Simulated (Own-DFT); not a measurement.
Simulation results for TiSi2 (C49 TiSi2 crystal, atoms displaced)

All values are calculated (Own-DFT development build). A calculation, not a measurement: plane-wave density functional theory by an unreviewed code, no spin, of a simulated periodic cell, stress positive in tension, run twice, with PBE and with PBEsol, both on files made for PBE, so the change isn't that of files made for PBEsol, forces on such cells moved up to 12 meV/angstrom on a denser k mesh; the far tail of each file's local potential was reset to the Coulomb form; each entry is a single point on an unrelaxed cell, so the pressure reflects the starting lattice, taken from the Materials Project, from which strain is counted, and rises with the displacements; printed positions are rounded, which can move forces by about a meV/angstrom; the program, named Own-DFT, is a retired in-house code; no spin-orbit coupling; stress was not checked against mesh or cutoff.

```cif
# cell vector a (Å): 5.2953 -6.7593 3.5652
# cell vector b (Å): 7.0604 0.0000 -7.1303
# cell vector c (Å): 5.2953 6.7593 3.5652
data_TiSi2
_symmetry_space_group_name_H-M 'P 1'
_symmetry_Int_Tables_number 1
_cell_length_a 9.2973
_cell_length_b 10.0345
_cell_length_c 9.2973
_cell_angle_alpha 82.631
_cell_angle_beta 93.274
_cell_angle_gamma 82.631
_cell_volume 850.71
loop_
_atom_site_label
_atom_site_type_symbol
_atom_site_fract_x
_atom_site_fract_y
_atom_site_fract_z
_atom_site_occupancy
Ti1 Ti 0.94701 0.91989 0.15475 1
Ti2 Ti 0.85412 0.87265 0.64343 1
Si1 Si 0.60707 0.92474 0.48941 1
Si2 Si 0.19105 0.87460 0.30976 1
Si3 Si 0.89780 0.02680 0.39924 1
Si4 Si 0.90008 0.77478 0.39874 1
Ti3 Ti 0.94319 0.42298 0.15482 1
Ti4 Ti 0.85019 0.37634 0.64437 1
Si5 Si 0.60699 0.42613 0.49424 1
Si6 Si 0.19057 0.37719 0.30841 1
Si7 Si 0.90197 0.52568 0.39865 1
Si8 Si 0.90136 0.27641 0.39379 1
Ti5 Ti 0.74673 0.72482 0.95143 1
Ti6 Ti 0.65226 0.67549 0.44641 1
Si9 Si 0.40932 0.72391 0.28985 1
Si10 Si 0.99353 0.67251 0.10927 1
Si11 Si 0.69528 0.82495 0.19961 1
Si12 Si 0.69656 0.57833 0.20061 1
Ti7 Ti 0.54860 0.02512 0.75441 1
Ti8 Ti 0.45271 0.97281 0.24797 1
Si13 Si 0.20903 0.02457 0.09591 1
Si14 Si 0.79095 0.97496 0.90669 1
Si15 Si 0.50138 0.12674 0.99993 1
Si16 Si 0.50153 0.87434 0.99899 1
Ti9 Ti 0.74702 0.22441 0.95480 1
Ti10 Ti 0.65398 0.17049 0.44659 1
Si17 Si 0.41082 0.22359 0.29380 1
Si18 Si 0.99052 0.17340 0.11201 1
Si19 Si 0.69974 0.32447 0.19809 1
Si20 Si 0.69653 0.07634 0.20123 1
Ti11 Ti 0.54416 0.52895 0.75337 1
Ti12 Ti 0.45431 0.47755 0.24523 1
Si21 Si 0.20965 0.52480 0.09336 1
Si22 Si 0.79352 0.47590 0.91057 1
Si23 Si 0.50108 0.62464 0.00088 1
Si24 Si 0.50141 0.37565 0.00408 1
Ti13 Ti 0.34957 0.82568 0.55376 1
Ti14 Ti 0.25628 0.77518 0.04693 1
Si25 Si 0.01308 0.82157 0.89297 1
Si26 Si 0.59492 0.77487 0.70816 1
Si27 Si 0.30348 0.92438 0.80288 1
Si28 Si 0.30541 0.67369 0.80112 1
Ti15 Ti 0.34274 0.32402 0.55467 1
Ti16 Ti 0.25841 0.27630 0.04732 1
Si29 Si 0.00787 0.32551 0.89087 1
Si30 Si 0.59141 0.27618 0.70900 1
Si31 Si 0.29770 0.42703 0.80426 1
Si32 Si 0.29894 0.17293 0.79957 1
Ti17 Ti 0.15102 0.62286 0.35402 1
Ti18 Ti 0.05299 0.57694 0.84261 1
Si33 Si 0.80725 0.62858 0.69299 1
Si34 Si 0.39195 0.57331 0.50850 1
Si35 Si 0.10066 0.72524 0.59581 1
Si36 Si 0.10384 0.47457 0.60031 1
Ti19 Ti 0.15049 0.12588 0.35730 1
Ti20 Ti 0.05278 0.07665 0.85016 1
Si37 Si 0.80712 0.12601 0.68579 1
Si38 Si 0.39506 0.07493 0.50749 1
Si39 Si 0.09945 0.22488 0.60059 1
Si40 Si 0.10046 0.97843 0.59868 1
_calc_functional 'PBE, then PBEsol'
_calc_potential_files 'PseudoDojo norm-conserving, scalar-relativistic, standard set'
_calc_wave_cutoff 42  # hartree
_calc_occupations 'cold (Marzari-Vanderbilt)'
_calc_smearing_width 0.2  # eV
_calc_k_mesh '4 x 4 x 4 centred on Gamma'
_calc_PBE_pressure 2.07  # GPa
_calc_PBE_stress_xx -1.83  # GPa
_calc_PBE_stress_yy -2.17  # GPa
_calc_PBE_stress_zz -2.21  # GPa
_calc_PBE_stress_yz 0  # GPa
_calc_PBE_stress_xz -0.07  # GPa
_calc_PBE_stress_xy 0  # GPa
_calc_PBEsol_pressure -1.26  # GPa
_calc_PBEsol_stress_xx 1.6  # GPa
_calc_PBEsol_stress_yy 1.4  # GPa
_calc_PBEsol_stress_zz 0.77  # GPa
_calc_PBEsol_stress_yz 0  # GPa
_calc_PBEsol_stress_xz -0.07  # GPa
_calc_PBEsol_stress_xy 0  # GPa
_calc_rms_change_of_force_components_from_PBE_to_PBEsol 0.019  # eV/angstrom
```

Force:
```tsv
force element	PBE force x (eV/Å)	PBE force y (eV/Å)	PBE force z (eV/Å)	PBEsol force x (eV/Å)	PBEsol force y (eV/Å)	PBEsol force z (eV/Å)
Ti	0.177	-0.11	-0.511	0.177	-0.127	-0.507
Ti	0.52	0.21	-0.164	0.51	0.225	-0.163
Si	0.11	-0.189	0.384	0.106	-0.241	0.385
Si	0.065	0.16	0.186	0.065	0.21	0.191
Si	-0.032	-0.187	0.278	-0.035	-0.18	0.28
Si	-0.011	-0.038	-0.021	-0.01	-0.038	-0.029
Ti	0.322	-0.626	-0.129	0.319	-0.631	-0.126
Ti	0.346	-0.08	0.191	0.342	-0.061	0.192
Si	-0.297	-0.388	0.061	-0.29	-0.446	0.061
Si	-0.133	0.041	0.432	-0.13	0.094	0.436
Si	-0.037	0.242	0.014	-0.04	0.24	0.016
Si	0.174	0.475	0.231	0.177	0.465	0.229
Ti	0.342	0.106	0.147	0.336	0.092	0.145
Ti	0.054	0.002	0.132	0.053	0.018	0.129
Si	0.159	0.09	-0.036	0.156	0.039	-0.036
Si	-0.106	0.226	-0.138	-0.105	0.283	-0.141
Si	0.308	-0.256	0.121	0.315	-0.251	0.121
Si	-0.004	-0.28	0.378	-0.008	-0.275	0.386
Ti	-0.19	-0.067	-0.135	-0.19	-0.08	-0.133
Ti	0.075	-0.081	-0.24	0.078	-0.065	-0.236
Si	-0.084	-0.25	-0.284	-0.082	-0.307	-0.282
Si	0.191	-0.161	0.258	0.188	-0.112	0.257
Si	-0.207	0.091	0.041	-0.209	0.09	0.038
Si	0.103	0.035	-0.106	0.102	0.033	-0.107
Ti	-0.016	-0.214	-0.105	-0.012	-0.221	-0.104
Ti	0.413	0.071	-0.57	0.405	0.084	-0.562
Si	0.003	-0.133	-0.47	0.001	-0.183	-0.473
Si	-0.01	-0.073	-0.026	-0.012	-0.024	-0.033
Si	0.226	0.244	0.007	0.232	0.238	0.005
Si	-0.113	-0.325	0.239	-0.113	-0.319	0.242
Ti	-0.037	-0.329	0.607	-0.035	-0.343	0.598
Ti	-0.159	0.355	0.431	-0.159	0.364	0.421
Si	-0.17	-0.319	-0.184	-0.163	-0.377	-0.181
Si	-0.36	0.104	-0.197	-0.354	0.157	-0.199
Si	-0.003	-0.036	-0.084	-0.004	-0.034	-0.084
Si	-0.257	-0.287	-0.188	-0.262	-0.281	-0.191
Ti	-0.178	0.115	-0.004	-0.175	0.093	-0.004
Ti	-0.094	0.242	-0.002	-0.092	0.254	0.001
Si	0.007	-0.02	-0.68	0.007	-0.068	-0.678
Si	-0.058	0.353	-0.446	-0.058	0.407	-0.449
Si	-0.29	0.069	-0.258	-0.294	0.068	-0.256
Si	-0.204	0.189	-0.464	-0.205	0.182	-0.468
Ti	0.337	-0.497	0.138	0.331	-0.508	0.134
Ti	-0.421	0.58	-0.031	-0.415	0.587	-0.03
Si	0.125	-0.092	0.169	0.122	-0.142	0.173
Si	-0.042	0.268	0.036	-0.04	0.321	0.041
Si	-0.147	-0.311	0.185	-0.148	-0.304	0.191
Si	0.295	0.009	-0.055	0.3	0.008	-0.06
Ti	-0.132	0.112	-0.434	-0.133	0.096	-0.431
Ti	0.166	0.303	0.396	0.164	0.317	0.394
Si	-0.395	-0.379	0.497	-0.388	-0.433	0.499
Si	0.146	0.208	-0.223	0.144	0.261	-0.229
Si	0.305	0.138	0.104	0.309	0.14	0.107
Si	-0.173	0.22	-0.185	-0.172	0.214	-0.184
Ti	-0.478	-0.125	-0.247	-0.473	-0.137	-0.244
Ti	-0.392	-0.171	0.132	-0.387	-0.158	0.13
Si	0.304	0.032	0.52	0.297	-0.017	0.517
Si	0.046	0.468	0.065	0.046	0.524	0.065
Si	0.012	0.173	-0.147	0.013	0.169	-0.151
Si	-0.104	0.095	0.387	-0.106	0.091	0.39
```
